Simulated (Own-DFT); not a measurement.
Simulation results for Al$_{3}$GaN$_{4}$ (wurtzite random alloy, strained, atoms displaced)

A calculation, not a measurement: plane-wave PBE density functional theory by an unreviewed code, no spin, of a simulated periodic cell, stress positive in tension, free energy of the whole cell less one offset for each atom, forces on such cells passed a denser k mesh, this cell's mesh not checked; offsets are fitted by least squares, one for each functional and potential file, so energies compare only between cells with the same atoms and settings and are not formation energies; the far tail of each file's local potential was reset to the Coulomb form; each entry is a single point on an unrelaxed cell, so the pressure reflects the starting lattice, mostly measured values, from which strain is counted, and rises with the displacements; printed positions are rounded, which can move forces by about a meV/angstrom; the program is a retired in-house code; no spin-orbit coupling. Program: Own-DFT development build.

Common to all runs: functional PBE; potential files PseudoDojo norm-conserving, scalar-relativistic, standard set; wave cutoff 42 hartree; occupations Fermi-Dirac; smearing width 0.1 eV; k mesh 4 x 4 x 3 centred on Gamma.

(1) Al$_{3}$GaN$_{4}$ (wurtzite random alloy, strained, atoms displaced)

```
Al3GaN4
1.0
      9.4407     0.0000     0.0000
     -4.7204     8.1759     0.0000
      0.0000     0.0000    10.0655
Al N Al N Ga N Al N Ga Al N Al N Al N Al N Al Ga N Al Ga N Al N Al Ga N Al N Al N Ga Al N Ga Al N Ga Al N Al N
2 2 2 2 2 2 2 2 1 1 2 2 2 2 2 2 2 1 1 2 1 1 2 2 2 1 1 2 2 2 2 2 1 1 2 1 1 2 1 1 2 2 2
Direct
  0.11161 0.21929 0.00753
  0.22722 0.10850 0.25130
  0.11435 0.22022 0.20312
  0.22022 0.10476 0.44457
  0.12137 0.23947 0.50472
  0.21281 0.10099 0.74661
  0.11447 0.22936 0.68975
  0.20679 0.10465 0.93573
  0.09775 0.54385 0.00950
  0.21781 0.43807 0.25766
  0.10286 0.54360 0.18236
  0.22851 0.45374 0.44603
  0.11037 0.55812 0.49795
  0.21280 0.43511 0.74891
  0.11288 0.55264 0.69269
  0.22518 0.44729 0.93835
  0.11503 0.88358 0.00047
  0.22725 0.77768 0.25120
  0.11582 0.89723 0.18929
  0.21627 0.77406 0.45067
  0.11612 0.89222 0.50144
  0.21887 0.77999 0.73395
  0.12240 0.89825 0.68587
  0.22657 0.79040 0.93646
  0.44599 0.22290 0.00543
  0.55065 0.10042 0.25733
  0.44633 0.22368 0.18969
  0.55231 0.10038 0.44209
  0.43966 0.22163 0.49463
  0.56062 0.11821 0.74895
  0.44550 0.22155 0.68914
  0.56010 0.10596 0.93773
  0.43973 0.54926 0.99616
  0.55011 0.43776 0.24897
  0.44726 0.55125 0.18604
  0.55761 0.44287 0.43587
  0.44222 0.55982 0.50370
  0.55362 0.45281 0.74713
  0.43257 0.56099 0.69074
  0.55881 0.44702 0.93581
  0.45158 0.88717 0.00466
  0.56072 0.77500 0.25150
  0.44159 0.89807 0.18392
  0.55015 0.78033 0.43894
  0.44272 0.88437 0.50045
  0.55013 0.76737 0.74523
  0.44619 0.88906 0.68606
  0.55684 0.78035 0.93422
  0.78025 0.22248 0.99762
  0.88432 0.10674 0.24582
  0.76512 0.22191 0.18323
  0.90265 0.12136 0.43601
  0.76909 0.22175 0.49940
  0.88783 0.10524 0.74893
  0.76422 0.21797 0.68562
  0.88829 0.10579 0.94147
  0.78403 0.56290 0.99215
  0.89649 0.44124 0.25511
  0.77923 0.56273 0.18717
  0.88482 0.44811 0.44198
  0.77398 0.55073 0.49416
  0.88308 0.44108 0.74344
  0.79326 0.56796 0.68661
  0.88818 0.44241 0.93566
  0.78424 0.89004 0.00057
  0.88401 0.77634 0.24285
  0.77414 0.88492 0.19483
  0.88578 0.77640 0.43221
  0.77165 0.88571 0.49404
  0.88411 0.77335 0.75470
  0.77784 0.88110 0.68305
  0.89425 0.78017 0.93692
```

```
free energy of cell above offsets : -17.184 eV
pressure                          : 4.44 GPa
stress xx                         : -1.87 GPa
stress yy                         : -4.56 GPa
stress zz                         : -6.88 GPa
stress yz                         : -1.13 GPa
stress xz                         : 0.19 GPa
stress xy                         : 0.21 GPa
```

Force:
```csv
element,x (eV/Å),y (eV/Å),z (eV/Å)
Al,-0.053,0.537,-0.643
Al,-0.676,0.314,0.539
N,-0.516,-1.305,-1.883
N,-0.215,1.729,-0.815
Al,-0.105,-2.412,-0.834
Al,0.78,2.562,0.77
N,-0.258,-2.044,-0.125
N,1.421,1.621,0.418
Ga,1.348,1.882,-4.813
Ga,0.865,0.996,-1.059
N,0.399,1.646,5.143
N,-0.544,-0.04,0.187
Al,-0.331,-0.767,1.517
Al,-0.158,1.948,1.253
N,-1.167,-0.105,-1.11
N,-0.159,-1.545,0.293
Ga,-0.757,1.256,0.065
Al,-1.349,-0.098,-0.28
N,0.144,-1.662,1.409
N,0.89,0.435,-2.021
Al,-1.783,-0.821,-0.533
Al,1.569,-0.362,2.249
N,-1.72,-2.007,-0.134
N,2.501,-2.119,-0.825
Al,0.201,-0.687,-2.007
Al,-0.197,1.884,-1.156
N,0.085,-2.049,0.328
N,-0.831,0.999,-0.476
Al,0.828,-0.356,1.199
Al,-1.508,-2.014,0.608
N,-0.81,0.075,-0.581
N,-0.824,0.877,0.39
Al,0.412,1.133,0.076
Ga,1.177,1.381,-0.532
N,-1.571,1.345,0.036
N,-2.27,-0.594,1.584
Al,1.121,0.102,-0.483
Ga,0.761,-0.983,-0.474
N,0.772,-3.03,-1.512
N,-0.943,-0.757,1.014
Al,-1.344,0.283,-2.498
Al,-1.376,-0.572,-0.644
N,1.213,-2.241,1.908
N,0.904,-0.776,-0.419
Al,-0.602,0.327,0.796
Ga,-0.43,3.294,0.871
N,-0.759,0.54,-0.08
N,0.282,-1.166,1.774
Al,-0.833,-0.381,-0.381
Al,-0.012,0.877,0.761
N,1.783,-0.12,1.482
N,-1.649,-0.525,0.637
Al,1.532,-0.237,-0.324
Al,-0.581,0.153,-0.464
N,2.622,0.946,0.115
N,0.075,2.095,-0.413
Ga,-0.246,-1.4,1.223
Al,-2.651,-0.193,-0.952
N,1.318,-1.014,0.3
N,2.641,-1.671,-0.825
Ga,-0.56,2.148,0.652
Al,0.988,0.306,0.481
N,-0.909,-1.342,0.512
N,-0.428,-1.14,-0.908
Ga,-1.093,-1.038,-0.133
Al,1.357,0.368,1.138
N,-0.057,0.826,-0.231
N,0.193,0.976,0.365
Al,1.407,0.914,0.014
Al,0.894,1.472,-1.543
N,0.206,1.006,0.357
N,-0.414,0.315,-0.351
```

(2) Al$_{3}$GaN$_{4}$ (wurtzite random alloy, strained, atoms displaced)

```
Al3GaN4
1.0
      9.4407     0.0000     0.0000
     -4.7204     8.1759     0.0000
      0.0000     0.0000    10.0655
Al N Al N Ga Al N Al Ga N Al N Al N Al N Al N Al N Al N Ga Al N Al N Ga N Al Ga N Al N Ga N Al Ga N Al N
2 2 2 2 1 1 2 1 1 2 2 2 2 2 2 2 2 2 2 2 2 2 1 1 2 2 2 2 2 1 1 2 2 2 2 2 1 1 2 2 2
Direct
  0.10954 0.22097 0.99269
  0.22243 0.11275 0.25420
  0.10821 0.21660 0.19306
  0.21980 0.09930 0.44298
  0.09857 0.21297 0.49673
  0.23248 0.12094 0.75479
  0.10976 0.22716 0.69695
  0.21009 0.10839 0.93233
  0.10114 0.55742 0.99167
  0.21188 0.43736 0.24316
  0.10955 0.55960 0.18356
  0.21402 0.43799 0.43202
  0.11076 0.55086 0.49723
  0.22882 0.44539 0.74217
  0.10734 0.54259 0.69395
  0.22218 0.44188 0.94285
  0.11296 0.88180 0.99516
  0.22512 0.78325 0.24584
  0.11348 0.88955 0.19080
  0.22182 0.78219 0.44061
  0.11236 0.88432 0.50680
  0.22490 0.77079 0.75510
  0.11703 0.89235 0.69523
  0.21767 0.77693 0.93328
  0.45345 0.23624 0.99373
  0.55126 0.10821 0.26254
  0.44765 0.22159 0.19018
  0.55681 0.11172 0.44249
  0.44333 0.21267 0.49885
  0.55487 0.10306 0.74270
  0.44151 0.22060 0.69518
  0.55648 0.11809 0.93615
  0.43742 0.55350 0.99921
  0.54641 0.43527 0.24735
  0.43740 0.56308 0.20193
  0.55568 0.44415 0.43554
  0.44915 0.54984 0.50137
  0.55496 0.44879 0.74648
  0.44170 0.56138 0.69197
  0.56361 0.46153 0.94555
  0.44291 0.88312 0.99805
  0.56007 0.78427 0.25834
  0.44396 0.88733 0.19019
  0.55136 0.75988 0.44136
  0.45634 0.88654 0.50088
  0.55522 0.77898 0.74799
  0.44430 0.89267 0.68775
  0.55505 0.77216 0.93569
  0.77892 0.23443 0.99112
  0.88929 0.10066 0.24605
  0.77713 0.22209 0.19163
  0.89046 0.11226 0.44206
  0.77064 0.22155 0.49542
  0.89274 0.10944 0.75386
  0.78974 0.23161 0.69778
  0.89097 0.12319 0.94391
  0.77606 0.55184 0.00056
  0.88796 0.44799 0.24579
  0.78298 0.55698 0.18590
  0.89197 0.45646 0.44090
  0.77771 0.55808 0.49300
  0.88272 0.44054 0.74495
  0.77833 0.55492 0.69026
  0.89753 0.44767 0.94520
  0.78044 0.89146 0.01317
  0.88967 0.77870 0.24450
  0.77228 0.89573 0.20023
  0.88718 0.77583 0.44019
  0.77217 0.89254 0.50104
  0.89353 0.78537 0.75100
  0.77782 0.89301 0.68136
  0.87774 0.77694 0.94604
```

```
free energy of cell above offsets : -16.759 eV
pressure                          : 4.34 GPa
stress xx                         : -4.07 GPa
stress yy                         : -5.12 GPa
stress zz                         : -3.84 GPa
stress yz                         : -0.72 GPa
stress xz                         : 0.24 GPa
stress xy                         : -0.97 GPa
```

Force:
```csv
element,x (eV/Å),y (eV/Å),z (eV/Å)
Al,-0.181,0.413,1.109
Al,0.326,-0.547,-0.596
N,1.307,0.526,-1.284
N,-0.461,1.327,-0.02
Al,1.958,1.388,0.944
Al,-1.602,-1.402,-1.456
N,2.137,-1.642,-2.174
N,1.862,0.102,2.059
Ga,3.966,0.529,1.677
Al,-0.086,1.128,0.335
N,0.083,-0.076,1.331
N,0.756,-0.192,1.306
Al,-0.072,0.77,0.2
Ga,-1.365,-0.625,1.91
N,-0.488,2.792,-1.346
N,0.148,0.105,-0.059
Al,-1.901,1.477,0.581
Al,-0.05,-1.203,0.962
N,0.424,0.926,-1.263
N,1.678,-0.655,-0.015
Al,-0.655,-0.243,-0.381
Al,-1.021,0.106,-2.459
N,-0.126,-0.374,0.229
N,0.535,0.604,0.687
Al,-0.657,-1.452,0.513
Al,0.813,0.397,-3.341
N,-0.66,-0.528,-0.183
N,0.231,-1.055,0.922
Al,-1.569,1.215,0.669
Al,-0.059,2.193,1.396
N,1.293,1.038,-1.117
N,-0.899,-0.615,-0.79
Al,0.076,0.787,1.282
Al,0.021,2.01,-0.098
N,1.452,-0.932,-1.731
N,-0.476,-1.835,0.464
Al,-1.642,-1.071,-0.739
Al,0.581,0.038,0.596
N,2.718,0.359,-1.341
N,-0.436,-1.944,-1.185
Ga,0.191,1.117,0.141
Al,-1.227,-1.621,-0.959
N,0.189,0.712,1.303
N,-0.41,2.774,0.665
Al,-2.087,-1.011,-0.428
Al,0.463,0.559,0.234
N,0.788,-1.373,0.013
N,0.423,0.65,0.418
Ga,0.08,-2.105,1.97
Ga,-1.231,4.122,1.221
N,-0.878,0.177,0.81
N,-2.023,-0.887,0.244
Al,2.153,1.718,0.798
Ga,-0.644,0.282,0.103
N,-1.964,-3.771,-2.596
N,0.844,-2.344,0.68
Al,0.463,1.178,-0.091
Al,0.882,-0.47,0.457
N,-1.527,-1.071,0.225
N,1.353,-2.416,-0.918
Ga,-0.367,0.106,1.007
Ga,0.584,1.953,1.136
N,-1.639,1.216,0.469
N,-4.551,0.38,-2.069
Al,-1.131,0.358,-1.668
Ga,0.167,-0.215,1.063
N,0.409,-3.611,-1.963
N,-0.34,2.184,0.343
Al,1.667,-0.79,-1.156
Al,-0.199,-0.615,-0.043
N,-0.024,-1.282,1.579
N,1.633,0.26,-0.585
```

(3) Al$_{3}$GaN$_{4}$ (wurtzite random alloy, strained, atoms displaced)

```
Al3GaN4
1.0
      9.4407     0.0000     0.0000
     -4.7204     8.1759     0.0000
      0.0000     0.0000    10.0655
Al N Al N Al Ga N Al Ga N Al N Al N Al N Al N Al N Ga N Al N Ga Al N Al N Ga Al N Ga Al N Al Ga N Al N Al Ga N
2 2 2 2 1 1 2 1 1 2 2 2 2 2 2 2 2 2 2 2 2 2 2 2 1 1 2 2 2 1 1 2 1 1 2 1 1 2 2 2 1 1 2
Direct
  0.11346 0.22839 0.99854
  0.22792 0.11314 0.25318
  0.10285 0.21314 0.19485
  0.23183 0.11879 0.43901
  0.11551 0.21950 0.49472
  0.21977 0.10937 0.75548
  0.10705 0.22279 0.69195
  0.22432 0.11315 0.93603
  0.11763 0.55747 0.00110
  0.22810 0.45123 0.24802
  0.11165 0.55520 0.19209
  0.21459 0.44116 0.43726
  0.10184 0.54557 0.49173
  0.22374 0.43647 0.75288
  0.11040 0.55648 0.69114
  0.23469 0.44947 0.93112
  0.11388 0.88824 0.00025
  0.21925 0.78528 0.25148
  0.10845 0.88625 0.18937
  0.22153 0.77891 0.44075
  0.11062 0.89583 0.50121
  0.21939 0.76996 0.75440
  0.11660 0.88927 0.68596
  0.21882 0.77179 0.94028
  0.44657 0.22530 0.99866
  0.55281 0.11162 0.26039
  0.44078 0.21952 0.19579
  0.55088 0.10625 0.44411
  0.44461 0.22089 0.50569
  0.56584 0.10935 0.75046
  0.45215 0.22618 0.69237
  0.55964 0.12245 0.94240
  0.43747 0.54499 0.00076
  0.56438 0.45688 0.25309
  0.43884 0.54329 0.19498
  0.55773 0.44204 0.43623
  0.43973 0.55051 0.50113
  0.54792 0.44641 0.75026
  0.44704 0.53923 0.68696
  0.54760 0.44318 0.93695
  0.44767 0.89352 0.00188
  0.56143 0.77947 0.25157
  0.43458 0.88109 0.19409
  0.55625 0.78484 0.44542
  0.43234 0.88886 0.50476
  0.56003 0.78832 0.75039
  0.44316 0.89350 0.68256
  0.55497 0.77731 0.94273
  0.77621 0.22369 0.99949
  0.89374 0.11553 0.24606
  0.78163 0.22312 0.19006
  0.89296 0.11682 0.43221
  0.76881 0.22508 0.50234
  0.88878 0.10760 0.74769
  0.76294 0.21726 0.68434
  0.89311 0.11525 0.94869
  0.78529 0.56813 0.99644
  0.87792 0.43453 0.24409
  0.77244 0.54114 0.19262
  0.88421 0.43145 0.43526
  0.77695 0.55689 0.50118
  0.89261 0.44583 0.75132
  0.76915 0.55273 0.69706
  0.88539 0.44455 0.93761
  0.77654 0.88812 0.00254
  0.89134 0.78073 0.25626
  0.78927 0.90045 0.18683
  0.88080 0.77593 0.43325
  0.77814 0.88621 0.50491
  0.89298 0.78426 0.74254
  0.77198 0.88394 0.67881
  0.90460 0.78045 0.93833
```

```
free energy of cell above offsets : -16.740 eV
pressure                          : 4.78 GPa
stress xx                         : -4.68 GPa
stress yy                         : -1.59 GPa
stress zz                         : -8.05 GPa
stress yz                         : 0.64 GPa
stress xz                         : -0.23 GPa
stress xy                         : -1.06 GPa
```

Force:
```csv
element,x (eV/Å),y (eV/Å),z (eV/Å)
Al,0.658,-0.744,0.874
Al,-1.032,-0.128,-0.829
N,2.071,1.24,-1.651
N,-0.554,-1.188,0.622
Al,-1.533,0.506,0.148
Al,0.961,0.506,-1.613
N,0.611,-2.166,-0.994
N,-0.202,-0.273,1.467
Al,-0.737,-0.726,0.1
Ga,-1.442,-1.878,0.681
N,-1.421,0.662,-0.812
N,0.443,-0.226,1.168
Al,0.226,1.028,0.822
Ga,-0.537,1.435,-2.365
N,0.899,0.073,-1.299
N,-1.998,-0.763,3.54
Al,0.501,0.828,0.239
Al,0.804,-1.511,0.132
N,-0.299,0.638,0.252
N,-2.448,-1.218,-0.562
Al,0.662,-0.666,-0.889
Al,0.009,0.925,-0.94
N,0.105,0.596,0.414
N,0.665,1.172,0.16
Al,-0.404,0.121,0.767
Al,0.383,-0.281,-1.585
N,0.812,0.745,-0.954
N,-1.26,0.94,-0.732
Al,0.466,0.695,-0.275
Al,-3.502,-0.053,0.666
N,-0.679,-2.145,-0.094
N,0.559,-1.839,-0.521
Al,1.117,1.589,0.613
Al,-0.34,-2.57,-0.203
N,1.726,2.817,-1.694
N,0.4,-0.067,0.829
Ga,0.067,0.626,-0.934
Ga,3.678,-2.09,1.192
N,-4.728,4.263,-0.412
N,0.602,0.237,1.905
Al,-0.441,-0.1,0.434
Al,-0.78,0.151,0.293
N,1.244,1.119,-0.517
N,0.878,-0.672,-1.047
Ga,1.558,-0.339,-2.004
Al,-0.433,-1.792,-0.5
N,0.512,-0.924,4.55
N,0.173,0.136,-0.413
Al,0.309,0.407,0.609
Al,-1.072,-0.151,0.781
N,-1.082,-1.213,-0.403
N,0.526,-1.302,1.525
Ga,1.68,-1.656,-1.159
Al,-0.864,0.544,0.158
N,3.448,0.423,2.074
N,-0.616,-0.596,-1.912
Ga,-0.618,-2.197,0.478
Al,1.735,0.709,0.788
N,-0.433,2.741,-0.286
N,-1.084,3.183,-0.247
Al,0.2,-0.823,0.067
Ga,-1.093,-0.43,-0.558
N,1.437,0.987,-2.046
N,1.688,-0.314,1.566
Al,0.892,0.356,-0.403
Al,-0.135,-0.376,-2.343
N,-0.626,-2.299,0.555
N,1.127,0.238,2.392
Al,-1.16,1.195,-3.505
Ga,0.309,-1.171,0.842
N,-0.221,1.345,3.142
N,-2.366,1.711,-0.149
```

(4) Al$_{3}$GaN$_{4}$ (wurtzite random alloy, strained, atoms displaced)

```
Al3GaN4
1.0
      9.4407     0.0000     0.0000
     -4.7204     8.1759     0.0000
      0.0000     0.0000    10.0655
Ga Al N Ga N Al N Al Ga N Al N Ga Al N Al N Al N Al N Al N Ga Al N Al N Al Ga N Ga Al N Al N Al Ga N Al N Al N
1 1 2 2 2 2 2 1 1 2 2 2 1 1 2 2 2 2 2 2 2 2 2 1 1 2 2 2 1 1 2 1 1 2 2 2 1 1 2 2 2 2 2
Direct
  0.11341 0.22509 0.99662
  0.21609 0.10451 0.25441
  0.11883 0.22256 0.18197
  0.23030 0.11472 0.44851
  0.11596 0.22745 0.49775
  0.22234 0.09951 0.75190
  0.10163 0.21813 0.69610
  0.20994 0.10222 0.94222
  0.11641 0.56671 0.99228
  0.21431 0.43349 0.24877
  0.10929 0.56675 0.17957
  0.20921 0.43726 0.43851
  0.11114 0.54944 0.49979
  0.21966 0.44254 0.75498
  0.11322 0.55577 0.69468
  0.20918 0.43567 0.93796
  0.10999 0.88593 0.00637
  0.22866 0.77183 0.24578
  0.10315 0.88426 0.18550
  0.21872 0.77518 0.43885
  0.11079 0.88159 0.49426
  0.21562 0.78020 0.75113
  0.09254 0.86968 0.69229
  0.22939 0.78314 0.94015
  0.44969 0.21854 0.00508
  0.55644 0.09982 0.24894
  0.45114 0.21199 0.18806
  0.54955 0.10904 0.43711
  0.44567 0.22165 0.49707
  0.56591 0.11465 0.74596
  0.43849 0.21864 0.70038
  0.55552 0.11478 0.93750
  0.44890 0.55837 0.99890
  0.54501 0.44076 0.25195
  0.44981 0.54952 0.19991
  0.55577 0.44076 0.44790
  0.44787 0.55250 0.50161
  0.55781 0.45701 0.75166
  0.44749 0.56031 0.69395
  0.55934 0.43699 0.94428
  0.44495 0.88878 0.00321
  0.55411 0.78928 0.24769
  0.44059 0.88925 0.19764
  0.54290 0.76760 0.44986
  0.44465 0.87829 0.50083
  0.56026 0.77446 0.74744
  0.44845 0.88722 0.69152
  0.56015 0.78394 0.93600
  0.78010 0.22531 0.99496
  0.89764 0.11168 0.25297
  0.77241 0.21168 0.18354
  0.88442 0.11349 0.43407
  0.78270 0.21880 0.49577
  0.89111 0.11242 0.74985
  0.77579 0.21848 0.68679
  0.88308 0.11025 0.94187
  0.78535 0.55700 0.99654
  0.89472 0.45005 0.24786
  0.77326 0.55520 0.18393
  0.87896 0.43736 0.43449
  0.77780 0.55818 0.49446
  0.88397 0.44761 0.75284
  0.77648 0.55163 0.69139
  0.88621 0.43715 0.94103
  0.77488 0.89134 0.00595
  0.89273 0.77485 0.24948
  0.77819 0.89056 0.19187
  0.88211 0.77629 0.44507
  0.77788 0.89734 0.50371
  0.88623 0.78700 0.74902
  0.77121 0.87841 0.68423
  0.89789 0.78884 0.93271
```

```
free energy of cell above offsets : -17.223 eV
pressure                          : 4.32 GPa
stress xx                         : -4.13 GPa
stress yy                         : -3.51 GPa
stress zz                         : -5.34 GPa
stress yz                         : 0.63 GPa
stress xz                         : 0.81 GPa
stress xy                         : 1.14 GPa
```

Force:
```csv
element,x (eV/Å),y (eV/Å),z (eV/Å)
Ga,-0.524,-1.824,-0.508
Al,1.484,0.357,-0.858
N,0.22,-0.035,2.529
N,-0.913,-0.63,-1.923
Ga,-0.298,-1.898,1.766
Ga,-1.299,0.079,0.152
N,1.164,-0.112,-1.133
N,2.248,0.205,0.766
Al,-0.239,-1.737,0.086
Al,0.257,1.684,-0.514
N,1.466,-1.861,0.775
N,1.529,2.038,-0.876
Al,-1.705,0.692,0.663
Ga,0.301,-0.127,-1.226
N,-0.651,0.831,-1.226
N,1.19,3.416,1.794
Al,-0.316,0.643,-1.834
Al,-2.355,0.755,1.142
N,1.356,0.396,2.062
N,1.959,-1.368,-0.852
Ga,-1.053,0.633,1.387
Al,1.7,-0.235,-0.416
N,1.454,1.389,-0.809
N,-1.611,-0.465,-0.253
Al,-1.278,-0.058,-1.139
Al,-0.388,2.476,0.636
N,-1.865,0.504,1.37
N,0.643,-1.227,0.237
Al,0.896,-0.141,1.731
Al,-2,-0.973,0.509
N,1.821,1.38,-1.912
N,0.974,-0.213,-0.115
Al,0.207,-0.866,0.299
Al,3.273,-1.281,0.119
N,-3.414,1.845,-1.594
N,-0.634,0.339,-1.166
Al,-0.781,-0.431,0.189
Al,1.061,-2.426,0.395
N,0.023,-0.689,-0.789
N,-1.151,1.469,-0.424
Ga,0.449,1.22,-0.924
Al,2.011,-2.134,1.331
N,0.714,-0.856,-0.79
N,1.823,0.894,-1.973
Al,-2.014,1.727,0.85
Al,-1.664,1.008,0.17
N,-0.756,-0.013,-0.078
N,0.629,-1.522,0.857
Al,-0.37,-1.289,0.84
Ga,-1.043,0.308,-2.267
N,0.285,1.452,0.591
N,2.274,-1.769,1.565
Ga,-2.779,0.687,0.583
Al,-1.183,-0.851,0.757
N,1.065,0.094,0.545
N,-0.004,-0.542,-0.878
Al,-0.985,0.249,-0.035
Al,-1.338,-1.238,-0.867
N,0.52,0.019,1.192
N,1.066,2.048,0.115
Al,0.342,-0.846,1.216
Ga,1.207,-0.831,-0.657
N,-1.84,1.58,-0.942
N,0.367,1.956,0.708
Al,1.073,0.29,-1.015
Al,-1.64,-0.578,0.185
N,-0.038,-1.34,0.212
N,-0.347,0.488,-1.516
Al,0.069,-1.372,-1.246
Al,0.462,-2.065,0.123
N,-0.194,2.04,0.758
N,-0.913,-1.346,1.548
```
